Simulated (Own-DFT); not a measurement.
## Calculated data, Si3Ge (diamond lattice with Si and Ge gathered in clusters, atoms displaced)

A calculation, not a measurement: plane-wave density functional theory by an unreviewed code, no spin, of a simulated periodic cell, stress positive in tension, run twice, with PBE and with PBEsol, both on files made for PBE, so the change isn't that of files made for PBEsol; forces on such cells passed a denser k mesh, this cell's mesh not checked; the far tail of each file's local potential was reset to the Coulomb form; each entry is a single point on an unrelaxed cell, so the pressure reflects the starting lattice, mostly measured values (interpolated for alloys), from which strain is counted, and rises with the displacements; printed positions are rounded, which can move forces by about a meV/angstrom; the program, named Own-DFT, is a retired in-house code; no spin-orbit coupling; stress was not checked against mesh or cutoff. Program: Own-DFT development build.

```cif
# cell vector a (Å): 10.9755 0.0000 0.0000
# cell vector b (Å): 0.0000 10.9755 0.0000
# cell vector c (Å): 0.0000 0.0000 10.9755
data_Si3Ge
_symmetry_space_group_name_H-M 'P 1'
_symmetry_Int_Tables_number 1
_cell_length_a 10.9755
_cell_length_b 10.9755
_cell_length_c 10.9755
_cell_angle_alpha 90.000
_cell_angle_beta 90.000
_cell_angle_gamma 90.000
_cell_volume 1322.13
loop_
_atom_site_label
_atom_site_type_symbol
_atom_site_fract_x
_atom_site_fract_y
_atom_site_fract_z
_atom_site_occupancy
Ge1 Ge 0.00098 0.00014 0.99796 1
Si1 Si 0.00125 0.25029 0.25292 1
Ge2 Ge 0.24663 0.99963 0.24921 1
Si2 Si 0.24725 0.24883 0.00128 1
Si3 Si 0.12384 0.12382 0.12518 1
Si4 Si 0.12163 0.38037 0.37294 1
Si5 Si 0.37133 0.12770 0.37097 1
Si6 Si 0.37494 0.37391 0.12691 1
Si7 Si 0.00131 0.99633 0.49908 1
Si8 Si 0.00109 0.24411 0.74945 1
Ge3 Ge 0.25192 0.00090 0.74895 1
Si9 Si 0.25368 0.25346 0.49892 1
Si10 Si 0.12126 0.12480 0.62726 1
Si11 Si 0.12480 0.37200 0.87505 1
Si12 Si 0.37492 0.12807 0.88180 1
Si13 Si 0.37201 0.37041 0.62388 1
Ge4 Ge 0.00197 0.50037 0.00064 1
Ge5 Ge 0.99314 0.74712 0.24910 1
Ge6 Ge 0.24913 0.50182 0.24792 1
Ge7 Ge 0.24692 0.74311 0.99973 1
Ge8 Ge 0.12186 0.62998 0.12651 1
Si14 Si 0.12207 0.87280 0.37410 1
Si15 Si 0.38087 0.62849 0.37228 1
Ge9 Ge 0.37737 0.87288 0.12396 1
Si16 Si 0.00062 0.50340 0.50122 1
Ge10 Ge 0.00053 0.74705 0.75195 1
Ge11 Ge 0.24882 0.49375 0.74930 1
Si17 Si 0.24989 0.74917 0.49411 1
Si18 Si 0.12214 0.61777 0.61841 1
Ge12 Ge 0.12554 0.87899 0.87433 1
Ge13 Ge 0.37378 0.62977 0.87290 1
Si19 Si 0.37671 0.87420 0.62697 1
Ge14 Ge 0.49694 0.00295 0.99871 1
Si20 Si 0.49938 0.24839 0.24751 1
Si21 Si 0.74843 0.99840 0.24452 1
Si22 Si 0.75225 0.25246 0.99749 1
Si23 Si 0.62482 0.13024 0.12904 1
Si24 Si 0.62571 0.37688 0.37310 1
Si25 Si 0.87654 0.12665 0.37576 1
Si26 Si 0.87681 0.37853 0.12022 1
Si27 Si 0.50031 0.99603 0.50259 1
Si28 Si 0.50190 0.25130 0.74310 1
Si29 Si 0.74941 0.00163 0.75013 1
Si30 Si 0.74750 0.24646 0.49365 1
Si31 Si 0.62701 0.12886 0.63032 1
Si32 Si 0.62537 0.37842 0.87659 1
Si33 Si 0.87945 0.12996 0.87411 1
Si34 Si 0.87424 0.37585 0.62355 1
Ge15 Ge 0.49661 0.49522 0.99859 1
Ge16 Ge 0.49641 0.74595 0.24953 1
Si35 Si 0.74824 0.50196 0.24881 1
Si36 Si 0.75262 0.75362 0.99990 1
Si37 Si 0.62496 0.62486 0.12510 1
Si38 Si 0.62752 0.87526 0.37668 1
Si39 Si 0.87415 0.62281 0.37794 1
Si40 Si 0.87686 0.87376 0.12050 1
Si41 Si 0.49851 0.50443 0.49917 1
Si42 Si 0.50149 0.75162 0.75034 1
Si43 Si 0.74637 0.50012 0.74951 1
Si44 Si 0.75212 0.75466 0.49682 1
Si45 Si 0.62456 0.62592 0.62866 1
Si46 Si 0.62901 0.87452 0.87317 1
Si47 Si 0.87182 0.62695 0.87293 1
Si48 Si 0.88155 0.87073 0.62436 1
_calc_functional 'PBE, then PBEsol'
_calc_potential_files 'PseudoDojo norm-conserving, scalar-relativistic, standard set'
_calc_wave_cutoff 42  # hartree
_calc_occupations 'Fermi-Dirac'
_calc_smearing_width 0.1  # eV
_calc_k_mesh '3 x 3 x 3 centred on Gamma'
_calc_PBE_pressure 2.5  # GPa
_calc_PBE_stress_xx -2.53  # GPa
_calc_PBE_stress_yy -2.46  # GPa
_calc_PBE_stress_zz -2.5  # GPa
_calc_PBE_stress_yz 0.32  # GPa
_calc_PBE_stress_xz 0.62  # GPa
_calc_PBE_stress_xy 0.36  # GPa
_calc_PBEsol_pressure 0.72  # GPa
_calc_PBEsol_stress_xx -0.75  # GPa
_calc_PBEsol_stress_yy -0.67  # GPa
_calc_PBEsol_stress_zz -0.72  # GPa
_calc_PBEsol_stress_yz 0.31  # GPa
_calc_PBEsol_stress_xz 0.6  # GPa
_calc_PBEsol_stress_xy 0.37  # GPa
_calc_rms_change_of_force_components_from_PBE_to_PBEsol 0.042  # eV/angstrom
```

Force:
| force element | PBE force x (eV/Å) | PBE force y (eV/Å) | PBE force z (eV/Å) | PBEsol force x (eV/Å) | PBEsol force y (eV/Å) | PBEsol force z (eV/Å) |
| --- | --- | --- | --- | --- | --- | --- |
| Ge | -0.495 | 0.583 | 0.449 | -0.432 | 0.518 | 0.392 |
| Si | -0.269 | 0.233 | -0.594 | -0.266 | 0.229 | -0.593 |
| Ge | 0.033 | -0.093 | 0.181 | 0.068 | -0.134 | 0.132 |
| Si | 0.134 | 0.284 | 0.28 | 0.127 | 0.283 | 0.282 |
| Si | -0.135 | 0.648 | 0.1 | -0.13 | 0.539 | 0.096 |
| Si | 0.297 | -0.588 | 0.627 | 0.345 | -0.527 | 0.572 |
| Si | 0.714 | -0.372 | 0.754 | 0.66 | -0.422 | 0.696 |
| Si | -0.381 | -0.614 | -0.231 | -0.38 | -0.505 | -0.232 |
| Si | -0.12 | 0.46 | 0.142 | -0.119 | 0.455 | 0.135 |
| Si | -0.177 | 1.273 | -0.157 | -0.172 | 1.267 | -0.158 |
| Ge | 0.405 | 0.638 | -0.026 | 0.35 | 0.578 | 0.025 |
| Si | -1.239 | -0.447 | -0.283 | -1.238 | -0.446 | -0.285 |
| Si | 0.666 | -0.015 | -1.112 | 0.712 | -0.063 | -1.059 |
| Si | -0.216 | -0.502 | 0.031 | -0.211 | -0.395 | 0.029 |
| Si | -0.103 | 0.62 | -1.325 | -0.088 | 0.521 | -1.301 |
| Si | 0.937 | 0.609 | -0.365 | 0.881 | 0.662 | -0.305 |
| Ge | -0.35 | 0.099 | -0.865 | -0.297 | 0.146 | -0.805 |
| Ge | -0.092 | 0.696 | 0.69 | -0.036 | 0.637 | 0.622 |
| Ge | 0.487 | -0.036 | 0.513 | 0.435 | 0.013 | 0.456 |
| Ge | 0.154 | 1.388 | -0.056 | 0.149 | 1.346 | -0.053 |
| Ge | 0.065 | -0.791 | 0.049 | 0.068 | -0.768 | 0.04 |
| Si | 0.083 | 0.011 | 0.15 | 0.083 | 0.005 | 0.048 |
| Si | -1.235 | -0.832 | 0.89 | -1.212 | -0.803 | 0.771 |
| Ge | -0.695 | 0.107 | -0.125 | -0.675 | 0.103 | -0.118 |
| Si | -0.758 | -0.929 | -0.54 | -0.758 | -0.926 | -0.539 |
| Ge | 0.268 | -0.321 | -0.552 | 0.303 | -0.274 | -0.498 |
| Ge | -0.154 | 0.358 | -0.322 | -0.12 | 0.388 | -0.275 |
| Si | 0.095 | -0.103 | 0.665 | 0.094 | -0.103 | 0.658 |
| Si | 0.977 | 1.099 | 0.58 | 0.987 | 1.102 | 0.674 |
| Ge | 0.331 | -0.774 | -0.089 | 0.319 | -0.751 | -0.083 |
| Ge | 0.411 | -0.776 | -0.473 | 0.35 | -0.794 | -0.405 |
| Si | -0.17 | -0.454 | -0.623 | -0.229 | -0.408 | -0.562 |
| Ge | 1.28 | -0.101 | 0.098 | 1.205 | -0.149 | 0.138 |
| Si | -0.074 | 0.593 | 0.646 | -0.078 | 0.589 | 0.642 |
| Si | 0.423 | 0.238 | 0.541 | 0.423 | 0.227 | 0.528 |
| Si | -0.184 | -0.044 | 0.272 | -0.187 | -0.052 | 0.266 |
| Si | 0.458 | -0.362 | -0.82 | 0.416 | -0.394 | -0.856 |
| Si | -0.466 | -0.083 | 0.021 | -0.464 | -0.08 | 0.025 |
| Si | -0.128 | -0.801 | -0.395 | -0.125 | -0.796 | -0.388 |
| Si | -0.493 | -0.666 | 1.072 | -0.428 | -0.602 | 1.012 |
| Si | 0.065 | 0.924 | -0.239 | 0.061 | 0.92 | -0.238 |
| Si | -0.339 | 0.208 | 1.393 | -0.341 | 0.208 | 1.383 |
| Si | 0.859 | -0.141 | -0.092 | 0.858 | -0.144 | -0.094 |
| Si | 0.174 | 0.578 | 0.745 | 0.165 | 0.567 | 0.733 |
| Si | -0.059 | -0.755 | -1.069 | -0.049 | -0.744 | -1.059 |
| Si | 0.108 | -0.861 | -0.782 | 0.048 | -0.802 | -0.717 |
| Si | -1.036 | -0.602 | -0.008 | -0.978 | -0.648 | 0.044 |
| Si | -0.107 | -0.412 | -0.016 | -0.109 | -0.414 | -0.016 |
| Ge | 0.312 | 0.612 | 0.405 | 0.263 | 0.641 | 0.363 |
| Ge | 1.555 | 0.701 | 0.03 | 1.472 | 0.727 | -0.024 |
| Si | 0.457 | -0.252 | -0.049 | 0.455 | -0.25 | -0.053 |
| Si | -0.462 | -0.599 | -0.077 | -0.459 | -0.596 | -0.071 |
| Si | 0.313 | 0.034 | -0.453 | 0.212 | 0.046 | -0.453 |
| Si | -0.306 | 0.223 | -0.416 | -0.349 | 0.183 | -0.458 |
| Si | -0.606 | -0.14 | -0.011 | -0.55 | -0.094 | -0.058 |
| Si | -0.656 | 0.437 | 0.328 | -0.536 | 0.431 | 0.326 |
| Si | 0.209 | -0.585 | 0.35 | 0.204 | -0.583 | 0.349 |
| Si | 0.292 | 0.263 | -0.164 | 0.235 | 0.216 | -0.107 |
| Si | 0.479 | -0.003 | 0.073 | 0.479 | -0.009 | 0.069 |
| Si | -0.047 | -0.656 | 0.707 | -0.048 | -0.652 | 0.7 |
| Si | 0.101 | 0.261 | -0.789 | 0.105 | 0.263 | -0.783 |
| Si | -0.301 | 0.237 | 0.108 | -0.343 | 0.271 | 0.153 |
| Si | -0.307 | -0.509 | 0.325 | -0.206 | -0.494 | 0.319 |
| Si | -0.984 | 0.798 | -0.097 | -0.918 | 0.737 | -0.032 |
